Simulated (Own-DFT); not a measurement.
# Shaking the atoms of diamond germanium, 16 atoms (Ge16)

These are calculations, not measurements. The program, named Own-DFT, is a retired in-house plane-wave density functional code that no person has reviewed. Each row is one single-point run on a periodic cell that was not relaxed, without spin or spin-orbit coupling.

Settings of every run: PBE; PseudoDojo norm-conserving scalar-relativistic files; cutoff 42 hartree; 5 x 5 x 5 k mesh centred on Gamma; Fermi-Dirac smearing of 0.1 eV.

Known limits: k mesh not checked against a denser one; stress not checked against mesh or cutoff.

Cell vectors in Å: (0.000, 5.658, 5.658); (5.658, 0.000, 5.658); (5.658, 5.658, 0.000). In each run every atom was moved at random and independently from its ideal site; u is the rms move along one axis. E is the free energy for each atom above the fitted value at u = 0, and F the rms of the force components.

| run | u (Å) | E (meV/atom) | F (eV/Å) | largest force (eV/Å) | P (GPa) |
|---|---|---|---|---|---|
| 1 | 0.0192 | 5.7 | 0.250 | 0.81 | 3.86 |
| 2 | 0.0214 | 7.9 | 0.309 | 0.95 | 3.88 |
| 3 | 0.0438 | ? | ? | ? | ? |
| 4 | 0.0446 | 41.6 | 0.726 | 1.97 | 4.32 |
| 5 | 0.0498 | 42.2 | 0.704 | 2.11 | 4.30 |
| 6 | 0.0833 | 125.0 | 1.263 | 3.36 | 5.44 |
| 7 | 0.0924 | 126.1 | 1.237 | 2.89 | 5.34 |
| 8 | 0.1475 | 352.4 | 2.535 | 10.52 | 8.33 |

## Worked fit

For small independent moves the energy grows as E = (3/2) K u², with K the mean stiffness felt by one atom. The runs with u up to 0.11 Å give K = 11.5 ± 0.9 eV/Å², with residuals divided by u² + 0.0006 Å², since the noise grows with the moves. The scatter is 5.8 meV/atom at u = 0.05 Å. The forces follow F = G u with G = 14.4 eV/Å²; no force at u = 0 is resolved. G exceeds K because the moves of its neighbours add to the force on an atom, and stiffness differs between atoms. At u = 0.148 Å the parabola gives 377 meV/atom and the run 352. The pressure follows P = 3.84 + 199 u² GPa: at fixed volume, shortened bonds push harder than stretched ones pull.

## Withheld run

Question: what energy and rms force should run 3 give?

The fit gives 33 ± 5 meV/atom and about 0.63 eV/Å. The calculation gave 29.1 meV/atom and 0.565 eV/Å.
